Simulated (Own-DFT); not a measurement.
## Calculated data, HfO2 (monoclinic hafnia, atoms displaced)

All values are calculated (Own-DFT development build). A calculation, not a measurement: plane-wave PBE density functional theory by an unreviewed code, no spin, of a simulated periodic cell, stress positive in tension, free energy of the whole cell less one offset for each atom, hafnium file: forces about 75 meV/angstrom off all-electron values; oxygen file: force components 24 meV/angstrom off all-electron in one glass; forces on such cells passed a denser k mesh, this cell's mesh not checked; offsets are fitted by least squares, one for each functional and potential file, so energies compare only between cells with the same atoms and settings and are not formation energies; the far tail of each file's local potential was reset to the Coulomb form; each entry is a single point on an unrelaxed cell, so the pressure reflects the starting lattice, mostly measured values, from which strain is counted, and rises with the displacements; printed positions are rounded, which can move forces by about a meV/angstrom; the program is a retired in-house code; no spin-orbit coupling; before rounding, a Quantum ESPRESSO 7.3.1 run of the same cell and cutoff gave forces within 1 meV/angstrom rms on each cell, which checks the program and not the settings.

Common to all runs: functional PBE; potential files PseudoDojo norm-conserving, scalar-relativistic, standard set; wave cutoff 72 hartree; occupations Fermi-Dirac; smearing width 0.1 eV; k mesh 2 x 2 x 2 centred on Gamma.

(1) HfO2 (monoclinic hafnia, atoms displaced)

```cif
# cell vector a (Å): 10.2340 0.0000 0.0000
# cell vector b (Å): 0.0000 10.3500 0.0000
# cell vector c (Å): -1.6955 0.0000 10.4453
data_HfO2
_symmetry_space_group_name_H-M 'P 1'
_symmetry_Int_Tables_number 1
_cell_length_a 10.2340
_cell_length_b 10.3500
_cell_length_c 10.5820
_cell_angle_alpha 90.000
_cell_angle_beta 99.220
_cell_angle_gamma 90.000
_cell_volume 1106.39
loop_
_atom_site_label
_atom_site_type_symbol
_atom_site_fract_x
_atom_site_fract_y
_atom_site_fract_z
_atom_site_occupancy
Hf1 Hf 0.14255 0.01846 0.10369 1
Hf2 Hf 0.37065 0.26738 0.15700 1
Hf3 Hf 0.37073 0.49201 0.40046 1
Hf4 Hf 0.14457 0.22476 0.36225 1
O1 O 0.02203 0.17482 0.16553 1
O2 O 0.46258 0.42770 0.06691 1
O3 O 0.45888 0.32906 0.33135 1
O4 O 0.04973 0.07910 0.42853 1
O5 O 0.21941 0.37666 0.24548 1
O6 O 0.27495 0.13225 0.01118 1
O7 O 0.27422 0.11676 0.26068 1
O8 O 0.23699 0.36901 0.50825 1
Hf5 Hf 0.14122 0.01850 0.61323 1
Hf6 Hf 0.35813 0.26449 0.64644 1
Hf7 Hf 0.36870 0.48096 0.89975 1
Hf8 Hf 0.13575 0.22052 0.85774 1
O9 O 0.02719 0.17443 0.67090 1
O10 O 0.46377 0.39900 0.57979 1
O11 O 0.46597 0.32438 0.82930 1
O12 O 0.06022 0.07675 0.92488 1
O13 O 0.21788 0.38043 0.74296 1
O14 O 0.27976 0.12442 0.51400 1
O15 O 0.27018 0.12800 0.76759 1
O16 O 0.22509 0.37114 0.97918 1
Hf9 Hf 0.13857 0.52500 0.09974 1
Hf10 Hf 0.37045 0.76176 0.14399 1
Hf11 Hf 0.36533 0.97583 0.39553 1
Hf12 Hf 0.14359 0.73015 0.36585 1
O17 O 0.03919 0.65999 0.17717 1
O18 O 0.45362 0.90058 0.08564 1
O19 O 0.45266 0.81857 0.33202 1
O20 O 0.02660 0.58431 0.41914 1
O21 O 0.21778 0.88184 0.24794 1
O22 O 0.28691 0.64406 0.00359 1
O23 O 0.28242 0.63164 0.27251 1
O24 O 0.22072 0.86570 0.48582 1
Hf13 Hf 0.13434 0.52088 0.59002 1
Hf14 Hf 0.36286 0.76451 0.64212 1
Hf15 Hf 0.34825 0.96253 0.89082 1
Hf16 Hf 0.13913 0.74145 0.84812 1
O25 O 0.04548 0.66465 0.67268 1
O26 O 0.47687 0.92590 0.58909 1
O27 O 0.45053 0.82412 0.82465 1
O28 O 0.03032 0.58255 0.91773 1
O29 O 0.23539 0.88682 0.74583 1
O30 O 0.27921 0.61926 0.50423 1
O31 O 0.28788 0.60955 0.76775 1
O32 O 0.22441 0.86932 0.99197 1
Hf17 Hf 0.63855 0.01932 0.11637 1
Hf18 Hf 0.86337 0.27049 0.14757 1
Hf19 Hf 0.86926 0.48247 0.38979 1
Hf20 Hf 0.63116 0.23261 0.36077 1
O33 O 0.53750 0.15440 0.16258 1
O34 O 0.96555 0.41042 0.07607 1
O35 O 0.96107 0.33279 0.32315 1
O36 O 0.53486 0.08100 0.41643 1
O37 O 0.73154 0.37874 0.23916 1
O38 O 0.78293 0.13229 0.00625 1
O39 O 0.78115 0.12051 0.25822 1
O40 O 0.72693 0.37308 0.48351 1
Hf21 Hf 0.65031 0.02154 0.60342 1
Hf22 Hf 0.86815 0.26848 0.65598 1
Hf23 Hf 0.86242 0.47961 0.89521 1
Hf24 Hf 0.63088 0.22146 0.83753 1
O41 O 0.52961 0.17499 0.66039 1
O42 O 0.95914 0.40953 0.56649 1
O43 O 0.96576 0.33172 0.84105 1
O44 O 0.54138 0.08563 0.92942 1
O45 O 0.73736 0.38485 0.73861 1
O46 O 0.78100 0.13201 0.51283 1
O47 O 0.77467 0.11598 0.76590 1
O48 O 0.71966 0.37606 0.00417 1
Hf25 Hf 0.63275 0.50735 0.10149 1
Hf26 Hf 0.86422 0.76474 0.14281 1
Hf27 Hf 0.86651 0.98579 0.39407 1
Hf28 Hf 0.64360 0.72360 0.34949 1
O49 O 0.53918 0.67689 0.15653 1
O50 O 0.95593 0.91387 0.06640 1
O51 O 0.97470 0.82329 0.34555 1
O52 O 0.54730 0.58610 0.41871 1
O53 O 0.71463 0.88707 0.23718 1
O54 O 0.78507 0.63687 0.99980 1
O55 O 0.76529 0.61407 0.25981 1
O56 O 0.71796 0.86908 0.50168 1
Hf29 Hf 0.64210 0.51354 0.60333 1
Hf30 Hf 0.86243 0.76536 0.65424 1
Hf31 Hf 0.87534 0.98443 0.90085 1
Hf32 Hf 0.63425 0.72321 0.84724 1
O57 O 0.54193 0.67533 0.67618 1
O58 O 0.96357 0.91938 0.57855 1
O59 O 0.96444 0.83047 0.83502 1
O60 O 0.54607 0.58149 0.92042 1
O61 O 0.72813 0.88970 0.74699 1
O62 O 0.77408 0.62646 0.52931 1
O63 O 0.76173 0.61449 0.74752 1
O64 O 0.73355 0.86167 0.98488 1
```

| Quantity | Value |
| --- | --- |
| free energy of cell above offsets | -85.657 eV |
| pressure | 8 GPa |
| stress xx | -8.25 GPa |
| stress yy | -8.29 GPa |
| stress zz | -7.45 GPa |
| stress yz | 0.23 GPa |
| stress xz | -1.08 GPa |
| stress xy | 1.02 GPa |

Force:
| element | x (eV/Å) | y (eV/Å) | z (eV/Å) |
| --- | --- | --- | --- |
| Hf | -0.323 | 0.445 | 1.832 |
| Hf | -1.866 | 0.041 | -3.043 |
| Hf | -0.636 | -2.162 | -0.511 |
| Hf | -0.645 | 1.903 | -1.377 |
| O | 4.34 | -3.326 | 0.976 |
| O | -1.273 | -2.536 | 3.687 |
| O | 0.776 | 0.202 | -0.14 |
| O | -1.515 | -0.47 | -0.501 |
| O | 0.882 | 0.723 | -0.367 |
| O | 0.851 | -0.42 | 1.509 |
| O | 0.235 | 0.825 | 0.081 |
| O | -1.533 | -0.05 | -3.136 |
| Hf | -0.97 | 1.325 | -1.568 |
| Hf | -1.391 | 1.291 | 1.853 |
| Hf | -1.561 | -1.391 | -3.204 |
| Hf | 2.047 | 5.422 | -0.137 |
| O | 2.801 | -2.676 | 0.292 |
| O | 2.517 | 3.364 | -1.054 |
| O | -0.602 | 1.147 | -0.012 |
| O | -3.513 | -2.895 | -0.493 |
| O | 0.228 | -0.04 | -0.891 |
| O | -0.285 | -0.579 | -0.127 |
| O | 0.526 | -2.131 | -0.991 |
| O | 0.037 | 0.492 | 2.1 |
| Hf | -0.559 | -1.779 | -0.577 |
| Hf | -2.774 | -0.464 | 1.88 |
| Hf | 0.091 | -0.788 | 0.315 |
| Hf | 0.177 | -0.146 | -3.162 |
| O | -0.6 | 0.711 | -0.234 |
| O | 2.988 | 4.564 | -1.849 |
| O | 1.456 | 0.508 | 1.014 |
| O | 2.112 | 0.907 | 0.516 |
| O | -0.101 | 0.061 | -0.846 |
| O | -1.687 | -2.223 | -0.311 |
| O | 0.015 | -1.711 | -1.071 |
| O | 1.02 | 1.03 | 2.867 |
| Hf | -0.071 | -2.979 | 3.499 |
| Hf | 1.784 | 0.555 | 1.062 |
| Hf | 4.28 | 4.517 | 3.802 |
| Hf | -0.119 | -3.734 | 1.324 |
| O | -0.706 | 1.231 | -0.201 |
| O | -2.252 | -1.385 | -0.781 |
| O | 1.202 | -0.359 | 0.507 |
| O | 1.578 | 1.168 | 0.312 |
| O | -2.691 | -1.843 | -2.716 |
| O | -0.415 | 1.147 | 1.598 |
| O | -0.702 | 2.916 | -2.615 |
| O | -1.457 | 0.474 | -0.438 |
| Hf | 1.692 | -0.931 | -5.177 |
| Hf | -1.93 | 0.668 | -1.657 |
| Hf | -2.536 | -2.796 | 0.216 |
| Hf | 2.649 | 0.007 | -0.303 |
| O | -2.746 | 3.831 | 2.517 |
| O | 1.224 | 1.877 | -0.24 |
| O | 1.654 | -0.209 | 1.561 |
| O | 0.385 | 0.067 | -0.17 |
| O | -1.954 | -0.249 | 0.864 |
| O | -0.193 | -0.538 | 0.331 |
| O | -0.667 | -0.061 | 1.103 |
| O | -1.212 | -0.147 | 0.356 |
| Hf | -1.101 | -0.678 | 0.904 |
| Hf | -1.35 | 1.591 | -1.262 |
| Hf | -0.649 | -0.066 | 1.348 |
| Hf | -0.456 | 0.188 | 3.391 |
| O | 2.28 | -1.724 | 0.238 |
| O | 1.297 | 0.839 | 0.878 |
| O | 0.146 | -1.041 | -1.037 |
| O | -1.062 | -1.327 | -0.866 |
| O | -1.253 | -0.894 | 0.278 |
| O | -0.033 | -0.232 | -0.648 |
| O | 0.765 | 1.178 | -1.731 |
| O | 0.699 | -0.665 | -2.52 |
| Hf | 2.472 | 2.015 | 0.266 |
| Hf | -0.461 | 0.244 | -0.861 |
| Hf | 0.19 | -1.069 | 0.746 |
| Hf | -0.788 | 2.516 | 0.523 |
| O | 1.372 | -1.354 | 1.322 |
| O | 2.313 | -0.011 | 3.079 |
| O | -2.663 | 1.611 | -1.368 |
| O | -1.798 | -1.775 | 0.341 |
| O | 1.736 | -2.538 | 2.246 |
| O | 0.066 | -1.178 | 1.059 |
| O | 1.058 | 1.063 | -0.235 |
| O | 1.21 | -0.374 | -1.672 |
| Hf | -0.638 | -0.416 | 0.244 |
| Hf | -0.787 | 1.127 | -0.784 |
| Hf | -3.584 | 0.064 | -0.716 |
| Hf | 1.306 | 2.251 | 2.402 |
| O | -1.645 | -1.076 | -3.002 |
| O | 0.355 | -0.037 | 0.886 |
| O | 1.068 | -0.704 | -0.972 |
| O | -0.707 | -0.8 | -0.143 |
| O | 0.645 | -1.292 | -0.59 |
| O | 1.418 | 0.398 | -2.618 |
| O | 1.502 | 0.827 | 2.16 |
| O | -0.984 | 0.94 | 0.641 |

(2) HfO2 (monoclinic hafnia, atoms displaced)

```cif
# cell vector a (Å): 10.2340 0.0000 0.0000
# cell vector b (Å): 0.0000 10.3500 0.0000
# cell vector c (Å): -1.6955 0.0000 10.4453
data_HfO2
_symmetry_space_group_name_H-M 'P 1'
_symmetry_Int_Tables_number 1
_cell_length_a 10.2340
_cell_length_b 10.3500
_cell_length_c 10.5820
_cell_angle_alpha 90.000
_cell_angle_beta 99.220
_cell_angle_gamma 90.000
_cell_volume 1106.39
loop_
_atom_site_label
_atom_site_type_symbol
_atom_site_fract_x
_atom_site_fract_y
_atom_site_fract_z
_atom_site_occupancy
Hf1 Hf 0.14091 0.01904 0.09116 1
Hf2 Hf 0.36434 0.27007 0.13445 1
Hf3 Hf 0.36536 0.48029 0.40134 1
Hf4 Hf 0.13249 0.23030 0.35639 1
O1 O 0.03037 0.16709 0.17309 1
O2 O 0.46331 0.40895 0.07440 1
O3 O 0.46685 0.34068 0.32584 1
O4 O 0.03969 0.08066 0.42743 1
O5 O 0.22641 0.37097 0.24024 1
O6 O 0.27583 0.12544 0.00709 1
O7 O 0.27778 0.13004 0.25348 1
O8 O 0.23161 0.36449 0.48565 1
Hf5 Hf 0.12952 0.01879 0.59657 1
Hf6 Hf 0.36125 0.27723 0.64275 1
Hf7 Hf 0.36684 0.48063 0.89292 1
Hf8 Hf 0.14192 0.23116 0.84872 1
O9 O 0.03620 0.16074 0.68528 1
O10 O 0.46604 0.41863 0.57727 1
O11 O 0.45931 0.33347 0.82784 1
O12 O 0.03514 0.08648 0.92525 1
O13 O 0.22652 0.37447 0.73038 1
O14 O 0.26414 0.13213 0.50778 1
O15 O 0.26654 0.11695 0.76230 1
O16 O 0.22020 0.37417 0.98766 1
Hf9 Hf 0.13116 0.52124 0.11499 1
Hf10 Hf 0.36592 0.76558 0.14576 1
Hf11 Hf 0.36349 0.98297 0.39184 1
Hf12 Hf 0.13819 0.72386 0.34711 1
O17 O 0.03476 0.66237 0.16726 1
O18 O 0.45854 0.90808 0.07458 1
O19 O 0.46091 0.83150 0.32081 1
O20 O 0.02909 0.58782 0.42540 1
O21 O 0.22732 0.88038 0.24091 1
O22 O 0.27241 0.62360 0.01678 1
O23 O 0.27626 0.61844 0.25814 1
O24 O 0.22994 0.87343 0.49191 1
Hf13 Hf 0.12492 0.52051 0.60480 1
Hf14 Hf 0.36391 0.76911 0.64519 1
Hf15 Hf 0.36403 0.97966 0.90066 1
Hf16 Hf 0.13178 0.73420 0.85006 1
O25 O 0.03801 0.66526 0.67264 1
O26 O 0.46800 0.90471 0.57338 1
O27 O 0.46262 0.83386 0.82590 1
O28 O 0.03066 0.58671 0.91767 1
O29 O 0.22346 0.87765 0.73865 1
O30 O 0.26885 0.62348 0.50801 1
O31 O 0.27350 0.62450 0.76926 1
O32 O 0.22869 0.86962 0.98657 1
Hf17 Hf 0.64333 0.02219 0.11221 1
Hf18 Hf 0.86008 0.27720 0.14396 1
Hf19 Hf 0.85000 0.47554 0.39378 1
Hf20 Hf 0.64074 0.22934 0.35315 1
O33 O 0.53447 0.15797 0.17609 1
O34 O 0.95702 0.41631 0.07336 1
O35 O 0.95642 0.32984 0.32819 1
O36 O 0.53703 0.08442 0.42365 1
O37 O 0.72358 0.37707 0.23928 1
O38 O 0.77904 0.12386 0.00898 1
O39 O 0.78482 0.11737 0.26493 1
O40 O 0.73184 0.37121 0.49081 1
Hf21 Hf 0.63482 0.02907 0.58885 1
Hf22 Hf 0.86221 0.27837 0.63721 1
Hf23 Hf 0.86137 0.47718 0.89459 1
Hf24 Hf 0.63665 0.23413 0.85584 1
O41 O 0.53272 0.16013 0.67662 1
O42 O 0.97252 0.42005 0.57178 1
O43 O 0.96297 0.33400 0.83573 1
O44 O 0.53876 0.07411 0.92856 1
O45 O 0.72776 0.37237 0.73405 1
O46 O 0.76530 0.12839 0.50367 1
O47 O 0.77049 0.12325 0.76002 1
O48 O 0.72217 0.36665 0.99329 1
Hf25 Hf 0.64580 0.52014 0.09801 1
Hf26 Hf 0.87271 0.77021 0.14393 1
Hf27 Hf 0.86878 0.97903 0.39881 1
Hf28 Hf 0.63973 0.73419 0.35244 1
O49 O 0.53366 0.66869 0.17170 1
O50 O 0.96498 0.92402 0.07862 1
O51 O 0.96642 0.83122 0.32462 1
O52 O 0.53292 0.58872 0.42554 1
O53 O 0.72982 0.88070 0.24156 1
O54 O 0.78026 0.62995 0.01431 1
O55 O 0.78836 0.61937 0.26516 1
O56 O 0.72005 0.86970 0.49195 1
Hf29 Hf 0.64318 0.51105 0.60799 1
Hf30 Hf 0.86196 0.76904 0.65241 1
Hf31 Hf 0.85352 0.97842 0.89090 1
Hf32 Hf 0.63842 0.73022 0.85594 1
O57 O 0.53362 0.67456 0.67166 1
O58 O 0.96646 0.91198 0.57433 1
O59 O 0.95332 0.83752 0.83566 1
O60 O 0.53760 0.59179 0.92466 1
O61 O 0.72049 0.88728 0.73958 1
O62 O 0.77394 0.62665 0.51345 1
O63 O 0.77385 0.62048 0.77141 1
O64 O 0.71973 0.86507 0.98284 1
```

| Quantity | Value |
| --- | --- |
| free energy of cell above offsets | -92.645 eV |
| pressure | 6.26 GPa |
| stress xx | -6.75 GPa |
| stress yy | -5.8 GPa |
| stress zz | -6.23 GPa |
| stress yz | 0.21 GPa |
| stress xz | -0.36 GPa |
| stress xy | -0.31 GPa |

Force:
| element | x (eV/Å) | y (eV/Å) | z (eV/Å) |
| --- | --- | --- | --- |
| Hf | -0.9 | 0.735 | 2.08 |
| Hf | -2.214 | -0.434 | 1.994 |
| Hf | -0.575 | 0.163 | -1.645 |
| Hf | 1.738 | -0.087 | -1.944 |
| O | 0.189 | 0.063 | 0.134 |
| O | 2.204 | 1.807 | -0.687 |
| O | 1.357 | -1.018 | 0.018 |
| O | -1.787 | 0.111 | -1.275 |
| O | -0.594 | 1.251 | -0.474 |
| O | 0.687 | 0.943 | -0.146 |
| O | -0.151 | -1.192 | 0.875 |
| O | -0.679 | 0.912 | 0.393 |
| Hf | 2.98 | -0.298 | 3.075 |
| Hf | -0.441 | -2.486 | -0.342 |
| Hf | -2.241 | 1.238 | 1.043 |
| Hf | -0.558 | -0.664 | 1.687 |
| O | -2.029 | 0.832 | -2.352 |
| O | 0.852 | -0.09 | 0.775 |
| O | 1.258 | -0.431 | -0.169 |
| O | -0.194 | 0.007 | -0.757 |
| O | -0.706 | 0.842 | 0.53 |
| O | 1.372 | -0.238 | 0.325 |
| O | 1.345 | 0.356 | -0.508 |
| O | 0.508 | -0.307 | -0.462 |
| Hf | 3.375 | -2.469 | -2.679 |
| Hf | -1.507 | 0.258 | -0.759 |
| Hf | -1.574 | -1.063 | 0.032 |
| Hf | 0.793 | 1.221 | 2.259 |
| O | -0.698 | 1.326 | 0.938 |
| O | 1.867 | 1.346 | 0.633 |
| O | 1.004 | 0.518 | 1.171 |
| O | -0.241 | -0.447 | -0.705 |
| O | -0.506 | -0.143 | -0.361 |
| O | -0.197 | 0.047 | -0.284 |
| O | -0.566 | -0.298 | 0.75 |
| O | -0.611 | -0.464 | -1.028 |
| Hf | 4.668 | 1.534 | -0.391 |
| Hf | -1.034 | 0.656 | 0.115 |
| Hf | 0.147 | -0.776 | -1.801 |
| Hf | 1.643 | -0.295 | 1.563 |
| O | -1.902 | 1.375 | 0.302 |
| O | 0.75 | 1.767 | -0.969 |
| O | 0.303 | -0.149 | 0.145 |
| O | -0.467 | -0.402 | 0.471 |
| O | -0.654 | -0.091 | -0.163 |
| O | 0.127 | 0.308 | 0.351 |
| O | 0.258 | -0.756 | -0.457 |
| O | -1.268 | -0.216 | 0.108 |
| Hf | -0.166 | -1.175 | -1.719 |
| Hf | 1.328 | -3.078 | 0.267 |
| Hf | 2.545 | 2.156 | -0.755 |
| Hf | -1.213 | 0.025 | -1.364 |
| O | 0.324 | 0.53 | 0.384 |
| O | 0.619 | 0.742 | 0.675 |
| O | 0.15 | 0.542 | 0.585 |
| O | -0.965 | 0.733 | -1.692 |
| O | -0.75 | 0.3 | -0.046 |
| O | -0.819 | 1.018 | 0.798 |
| O | -0.907 | 0.809 | -0.31 |
| O | -1.342 | -0.403 | 0.158 |
| Hf | -1.038 | -2.72 | 4.458 |
| Hf | 1.219 | -2.86 | 2.799 |
| Hf | 1.234 | 0.702 | 0.531 |
| Hf | -0.196 | -3.369 | -0.422 |
| O | -0.782 | 1.127 | -0.21 |
| O | -3.237 | -2.701 | 0.248 |
| O | 0.187 | -0.185 | -1.745 |
| O | 0.704 | 1.769 | -0.215 |
| O | -0.539 | 0.508 | 0.404 |
| O | 2.271 | 1.376 | 0.387 |
| O | 0.528 | 0.814 | -0.582 |
| O | -0.458 | 0.815 | -0.83 |
| Hf | -1.701 | 1.103 | 1.282 |
| Hf | -1.668 | 1.604 | -0.328 |
| Hf | -0.766 | -1.139 | -1.199 |
| Hf | -0.816 | -0.609 | 0.232 |
| O | 2.145 | -1.619 | 0.063 |
| O | -0.587 | -1.274 | 0.02 |
| O | 0.241 | 0.201 | 0.199 |
| O | 0.834 | -0.111 | 0.138 |
| O | -0.189 | -0.556 | -0.085 |
| O | -0.205 | -0.763 | 0.058 |
| O | -1.201 | 0.204 | -0.811 |
| O | 0.928 | 0.075 | -0.378 |
| Hf | -1.737 | 3.644 | -0.689 |
| Hf | -1.273 | 0.767 | -0.754 |
| Hf | -0.646 | 2.236 | 0.875 |
| Hf | -0.822 | 1.588 | -1.08 |
| O | 1.759 | -2.388 | -0.042 |
| O | -1.175 | -0.773 | 0.456 |
| O | 2.054 | -2.127 | -1.411 |
| O | -0.679 | -1.711 | 0.49 |
| O | 0.511 | -0.943 | -0.714 |
| O | 0.198 | -0.233 | 0.578 |
| O | 0.361 | -0.334 | -1.609 |
| O | 0.608 | 0.884 | 1.495 |
